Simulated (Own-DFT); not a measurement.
Simulation results for GaP (zincblende, atoms displaced)

Computed with Own-DFT development build. A calculation, not a measurement: plane-wave PBE density functional theory by an unreviewed code, no spin, of a simulated periodic cell, stress positive in tension, free energy of the whole cell less one offset for each atom, forces on such cells passed a denser k mesh, this cell's mesh not checked; offsets are fitted by least squares, one for each functional and potential file, so energies compare only between cells with the same atoms and settings and are not formation energies; the far tail of each file's local potential was reset to the Coulomb form; each entry is a single point on an unrelaxed cell, so the pressure reflects the starting lattice, mostly measured values (interpolated for alloys), from which strain is counted, and rises with the displacements; printed positions are rounded, which can move forces by about a meV/angstrom; the program, named Own-DFT, is a retired in-house code; no spin-orbit coupling.

Settings shared by all entries: functional PBE; potential files PseudoDojo norm-conserving, scalar-relativistic, standard set; wave cutoff 42 hartree; occupations Fermi-Dirac; smearing width 0.1 eV; hardware one NVIDIA H100; k mesh 3 x 3 x 3 centred on Gamma.

(1) 
```xyz
64
Lattice="10.9010 0.0000 0.0000 0.0000 10.9010 0.0000 0.0000 0.0000 10.9010" Properties=species:S:1:pos:R:3:force_x:R:1:force_y:R:1:force_z:R:1 formula=GaP free_energy_of_cell_above_offsets=-35.715 pressure=2.7 stress_xx=-2.71 stress_yy=-2.69 stress_zz=-2.71 stress_yz=-0.11 stress_xz=0.11 stress_xy=0.29 wall_time=529.5
Ga    10.8959    10.9008    10.8966      0.049     -0.027      0.126
Ga    10.8814     2.7402     2.7426        0.3     -0.366     -0.298
Ga     2.7301     0.0085     2.7061     -0.103     -0.401      0.198
Ga     2.7411     2.7217    10.8595     -0.198     -0.208      0.294
P      1.3887     1.3496     1.3392     -0.321      0.352      0.141
P      1.3745     4.0711     4.0891     -0.354      0.107      0.089
P      4.0787     1.3335     4.1081      0.351      0.241     -0.377
P      4.0615     4.0590     1.3311      0.163      0.485      0.257
Ga     0.0123    10.8590     5.4382     -0.257      0.272       0.05
Ga     0.0015     2.7039     8.1903     -0.198     -0.057     -0.233
Ga     2.7271     0.0107     8.1953     -0.093     -0.103      -0.13
Ga     2.7269     2.7090     5.4115     -0.136     -0.129      0.534
P      1.3357     1.3282     6.8064      0.259      0.283     -0.011
P      1.3657     4.0451     9.5333     -0.126      0.568      0.012
P      4.0917     1.3667     9.5379      0.099     -0.037     -0.151
P      4.0396     4.0939     6.8263      0.482     -0.242     -0.199
Ga    10.8929     5.4776    10.8780      0.035     -0.459      0.163
Ga     0.0285     8.1718     2.7018     -0.555      0.067      0.172
Ga     2.7004     5.4318     2.7465      0.456      0.011     -0.112
Ga     2.6991     8.1690    10.8839      0.183      0.041      0.433
P      1.3605     6.7788     1.3905      0.037      0.176     -0.444
P      1.3287     9.5083     4.1038      0.688      0.076     -0.321
P      4.0622     6.8510     4.0903      0.349     -0.836     -0.029
P      4.1105     9.5363     1.3491     -0.249      0.002     -0.019
Ga    10.8996     5.4484     5.4486      -0.02     -0.071      0.191
Ga    10.8880     8.1886     8.1542      0.066       0.29     -0.178
Ga     2.7384     5.4534     8.2030     -0.149      0.258        0.1
Ga     2.7145     8.1216     5.4589      0.037      0.782      0.037
P      1.3707     6.8285     6.8074      -0.22     -0.466      0.387
P      1.3615     9.5330     9.5472     -0.174      0.064     -0.204
P      4.1216     6.8447     9.5751     -0.185     -0.231      -0.45
P      4.0663     9.5533     6.8173        0.2      -0.37      0.017
Ga     5.4566     0.0225    10.8829     -0.121     -0.168      0.203
Ga     5.4439     2.7357     2.6970     -0.243      -0.14      0.314
Ga     8.1588     0.0082     2.7109      0.077     -0.053      0.361
Ga     8.1392     2.7005     0.0097      0.262     -0.012     -0.034
P      6.8061     1.3605     1.3724     -0.155     -0.034     -0.053
P      6.7985     4.1123     4.0785      0.111     -0.445     -0.244
P      9.5537     1.3427     4.0820     -0.283      0.227      0.167
P      9.5280     4.0397     1.3410      0.043      0.581      0.076
Ga     5.4630    10.8913     5.4545     -0.145     -0.155      0.066
Ga     5.4515     2.7093     8.1674      0.124      0.205     -0.077
Ga     8.1962     0.0083     8.2296     -0.259     -0.203     -0.409
Ga     8.1401     2.7437     5.4380      0.352     -0.271      0.099
P      6.8279     1.3236     6.8103     -0.047      0.381      0.162
P      6.8320     4.0904     9.5747     -0.312      0.057     -0.462
P      9.5188     1.3495     9.5494      0.279      0.317      0.184
P      9.5183     4.0913     6.8457      0.213     -0.148     -0.351
Ga     5.4568     5.4668     0.0054      0.086     -0.086      0.356
Ga     5.4355     8.1659     2.7336      0.032      0.347      0.103
Ga     8.1877     5.4423     2.7361      0.267      0.062     -0.053
Ga     8.1681     8.1738     0.0046       0.02      0.116      0.198
P      6.8171     6.8279     1.4262       0.05     -0.257     -0.547
P      6.8222     9.5260     4.1039      -0.22      0.155     -0.337
P      9.5307     6.8309     4.1227       0.18     -0.149     -0.426
P      9.5192     9.5722     1.3717      0.226     -0.446      -0.14
Ga     5.4692     5.3959     5.4434     -0.603       0.65      0.214
Ga     5.5002     8.1568     8.1568     -0.596      0.494       0.13
Ga     8.1711     5.4585     8.1704     -0.055      0.196      0.178
Ga     8.1533     8.1769     5.4547      0.279      0.176     -0.003
P      6.8071     6.8442     6.7885       0.07      -0.74      0.096
P      6.8053     9.5477     9.5502      0.134     -0.147     -0.097
P      9.5571     6.8476     9.5306      -0.34     -0.207     -0.038
P      9.5018     9.5768     6.7911      0.155     -0.373      0.319
```

Units: free_energy_of_cell_above_offsets in eV; pressure, stress_xx, stress_yy, stress_zz, stress_yz, stress_xz, stress_xy in GPa; wall_time in s; force_x, force_y, force_z in eV/Å.

(2) 
```xyz
64
Lattice="10.9010 0.0000 0.0000 0.0000 10.9010 0.0000 0.0000 0.0000 10.9010" Properties=species:S:1:pos:R:3:force_x:R:1:force_y:R:1:force_z:R:1 formula=GaP free_energy_of_cell_above_offsets=-35.753 pressure=2.7 stress_xx=-2.7 stress_yy=-2.69 stress_zz=-2.72 stress_yz=0.08 stress_xz=0.04 stress_xy=0.06 wall_time=516.1
Ga    10.9009     0.0237    10.9004      0.142     -0.031     -0.198
Ga    10.8739     2.7111     2.7412      0.214      0.162      0.018
Ga     2.7276    10.8645     2.7320      0.069      0.417     -0.229
Ga     2.7416     2.7443    10.8808      0.041     -0.248      0.134
P      1.3780     1.3609     1.3532     -0.021      0.182      0.231
P      1.3771     4.1468     4.0967     -0.405     -0.688      0.012
P      4.0933     1.3455     4.0865     -0.236      0.144      0.008
P      4.0748     4.1193     1.3590      0.276      -0.57     -0.029
Ga     0.0170    10.8853     5.4427     -0.096     -0.046      0.438
Ga    10.8774     2.7352     8.1767      0.315     -0.049     -0.098
Ga     2.6961     0.0357     8.1683      0.328     -0.412      0.027
Ga     2.7135     2.7454     5.4642      0.302      0.137     -0.184
P      1.3789     1.3741     6.8146     -0.427      0.109     -0.118
P      1.3586     4.0818     9.5347      0.184      0.042     -0.314
P      4.0984     1.3087     9.5475      -0.01      0.683     -0.244
P      4.1333     4.1140     6.7972     -0.343     -0.246      0.206
Ga     0.0405     5.4624    10.8647     -0.455     -0.093      0.385
Ga     0.0076     8.1759     2.7254      -0.21     -0.109      0.056
Ga     2.7460     5.4275     2.7275      -0.37      0.254     -0.207
Ga     2.7367     8.1808     0.0291     -0.364     -0.309     -0.368
P      1.3432     6.7983     1.3793      0.399      0.072     -0.063
P      1.3629     9.5498     4.0736     -0.054     -0.263      0.091
P      4.0757     6.7654     4.0643      0.187      0.648      0.138
P      4.0692     9.5201     1.3473      0.352      0.357      0.181
Ga    10.8801     5.4485     5.4820      0.386      0.418      -0.34
Ga    10.8816     8.1755     8.1749      0.253      0.178      0.253
Ga     2.7212     5.4763     8.1666      0.145     -0.217     -0.045
Ga     2.7166     8.1769     5.4164      0.238     -0.052       0.13
P      1.3651     6.8459     6.8122     -0.157     -0.174     -0.018
P      1.3836     9.5650     9.5396     -0.285     -0.289      0.007
P      4.0976     6.7954     9.5575     -0.238       0.23     -0.032
P      4.0854     9.5229     6.8282     -0.206      0.232     -0.238
Ga     5.4599    10.8650    10.8639      0.079       0.25      0.666
Ga     5.4509     2.7013     2.7142     -0.042      0.131      -0.11
Ga     8.2026     0.0028     2.7357     -0.128     -0.297     -0.119
Ga     8.2064     2.7054     0.0264     -0.316      0.384     -0.492
P      6.8662     1.3671     1.3645     -0.611      -0.39     -0.074
P      6.8053     4.0844     4.0800      0.192     -0.342      -0.01
P      9.5227     1.3194     4.1309      0.256      0.436     -0.202
P      9.5157     4.0926     1.3498      0.429      0.217       0.16
Ga     5.4443    10.8940     5.4459      0.078      -0.19      0.029
Ga     5.4820     2.7025     8.1651     -0.465     -0.047     -0.033
Ga     8.1463     0.0156     8.1901      0.171     -0.155     -0.119
Ga     8.1705     2.7055     5.4629      0.187      0.414     -0.173
P      6.8269     1.3672     6.7827     -0.229     -0.265      0.273
P      6.7804     4.0711     9.5137      0.614      0.082      0.423
P      9.5361     1.3848     9.5181     -0.046     -0.284      0.171
P      9.5698     4.1042     6.8056     -0.495     -0.368      0.077
Ga     5.4478     5.4492     0.0085      0.175     -0.088     -0.132
Ga     5.4266     8.1972     2.7152      0.086     -0.334       0.12
Ga     8.1485     5.4495     2.7355      0.256     -0.078     -0.089
Ga     8.1536     8.1665     0.0031      0.032      0.247      0.356
P      6.8041     6.7964     1.3788     -0.076       0.27     -0.107
P      6.8224     9.5192     4.0826     -0.161      0.269     -0.099
P      9.5208     6.8034     4.0944      0.136      0.123     -0.018
P      9.5719     9.5495     1.3514     -0.386     -0.125      0.054
Ga     5.4716     5.4459     5.4024      0.014      0.223      0.412
Ga     5.4271     8.1547     8.1668      0.059      0.023      0.174
Ga     8.1963     5.4442     8.1611     -0.183      0.206      0.321
Ga     8.1788     8.1949     5.4485     -0.093     -0.292      0.068
P      6.8068     6.8294     6.8216      0.139     -0.228     -0.284
P      6.7935     9.5249     9.5407       0.21     -0.175     -0.263
P      9.5360     6.8546     9.5829      0.028     -0.535     -0.513
P      9.5209     9.5192     6.8278      0.141      0.445     -0.059
```

Units: free_energy_of_cell_above_offsets in eV; pressure, stress_xx, stress_yy, stress_zz, stress_yz, stress_xz, stress_xy in GPa; wall_time in s; force_x, force_y, force_z in eV/Å.

(3) 
```xyz
64
Lattice="10.9010 0.0000 0.0000 0.0000 10.9010 0.0000 0.0000 0.0000 10.9010" Properties=species:S:1:pos:R:3:force_x:R:1:force_y:R:1:force_z:R:1 formula=GaP free_energy_of_cell_above_offsets=-35.783 pressure=2.7 stress_xx=-2.7 stress_yy=-2.69 stress_zz=-2.69 stress_yz=-0.25 stress_xz=-0.05 stress_xy=0.18 wall_time=511.9
Ga    10.9006    10.9000     0.0030      0.002      0.119      0.154
Ga     0.0346     2.7131     2.7250     -0.479      0.309      0.227
Ga     2.7045    10.9003     2.7177      0.232      0.061      0.142
Ga     2.7541     2.7149     0.0168      -0.54      0.333     -0.072
P      1.3575     1.3891     1.3774      0.181     -0.374     -0.235
P      1.3624     4.0859     4.1162      0.069      0.133     -0.329
P      4.1130     1.3619     4.0994     -0.231       0.09     -0.429
P      4.0899     4.0883     1.3414     -0.076      0.303      0.452
Ga     0.0327     0.0009     5.4577     -0.195     -0.027     -0.139
Ga    10.8872     2.6989     8.1712      0.219      0.102      0.114
Ga     2.7172     0.0203     8.1892      0.151     -0.149     -0.135
Ga     2.7421     2.7383     5.4220      0.066     -0.155      0.234
P      1.3833     1.3613     6.7987     -0.045      0.179      0.108
P      1.3433     4.0834     9.5522      0.064     -0.074      0.066
P      4.0676     1.3847     9.5665      0.218     -0.178     -0.476
P      4.1153     4.0680     6.7966     -0.225      0.293       0.13
Ga    10.8665     5.4702     0.0257      0.177     -0.459     -0.029
Ga    10.8693     8.1598     2.7361        0.3      0.262     -0.119
Ga     2.7256     5.4749     2.7593     -0.194     -0.622       -0.4
Ga     2.7311     8.1585    10.8938     -0.332      0.159      0.092
P      1.3490     6.7906     1.3858      0.059      0.335     -0.144
P      1.3782     9.5184     4.0991     -0.329       0.11     -0.259
P      4.0449     6.8113     4.0805       0.56      0.245      0.144
P      4.0710     9.5590     1.3319      0.015     -0.332      0.389
Ga     0.0194     5.4705     5.4481     -0.196     -0.163      0.147
Ga    10.9005     8.1891     8.1794     -0.303      0.241      0.011
Ga     2.7200     5.4347     8.1778      0.106     -0.195      0.066
Ga     2.7307     8.1839     5.4401     -0.264     -0.236      0.447
P      1.3332     6.8050     6.8610      0.435       0.22     -0.509
P      1.3507     9.5639     9.5353      0.131     -0.276      0.117
P      4.0791     6.8128     9.5481      0.114     -0.157     -0.179
P      4.0787     9.5271     6.8048      0.178      0.289      0.137
Ga     5.4132     0.0086    10.8881      0.352     -0.175      -0.09
Ga     5.4606     2.7485     2.7022     -0.079     -0.112       0.19
Ga     8.1967     0.0288     2.7200     -0.203      0.024      0.085
Ga     8.1473     2.6994    10.8965      0.012      0.302      0.072
P      6.7935     1.3534     1.3518      0.048     -0.047      0.076
P      6.7950     4.0990     4.1147      0.242      0.034     -0.387
P      9.5333     1.3719     4.1061      0.353     -0.064     -0.191
P      9.5142     4.0620     1.3698      0.064      0.131      0.105
Ga     5.4652     0.0392     5.4600     -0.029     -0.283      0.212
Ga     5.4584     2.7090     8.1740     -0.137      0.352      0.357
Ga     8.1901    10.8941     8.1604     -0.145      0.047      0.416
Ga     8.1906     2.7379     5.4360     -0.288     -0.067      0.337
P      6.8089     1.3736     6.8645      0.324     -0.025     -0.536
P      6.8122     4.1064     9.5497     -0.041     -0.035     -0.135
P      9.5328     1.3714     9.5700     -0.024     -0.274     -0.345
P      9.5609     4.0667     6.8008     -0.239       0.42      0.108
Ga     5.4579     5.4708     0.0289     -0.065     -0.097     -0.282
Ga     5.4486     8.1443     2.7105     -0.129      0.758      0.265
Ga     8.1951     5.4756     2.7572     -0.473     -0.409     -0.464
Ga     8.1859     8.1755    10.8893     -0.019      0.192      0.074
P      6.8004     6.8511     1.3511      0.446     -0.421      0.234
P      6.8330     9.5897     4.0984     -0.267     -0.569     -0.155
P      9.5379     6.7982     4.0685     -0.041      0.326      0.681
P      9.5297     9.5619     1.3814       0.11     -0.261     -0.214
Ga     5.4431     5.4749     5.4241     -0.177     -0.169      0.213
Ga     5.4497     8.1738     8.1788     -0.276     -0.028      -0.03
Ga     8.1613     5.4822     8.1573      0.319     -0.524      0.158
Ga     8.1437     8.1584     5.4817      0.117       0.14     -0.393
P      6.7874     6.7980     6.8261     -0.041      0.177     -0.198
P      6.8006     9.5091     9.5253      0.146      0.469      0.123
P      9.5462     6.8097     9.5481     -0.142      0.177     -0.201
P      9.5117     9.5626     6.7837      0.415     -0.372       0.19
```

Units: free_energy_of_cell_above_offsets in eV; pressure, stress_xx, stress_yy, stress_zz, stress_yz, stress_xz, stress_xy in GPa; wall_time in s; force_x, force_y, force_z in eV/Å.
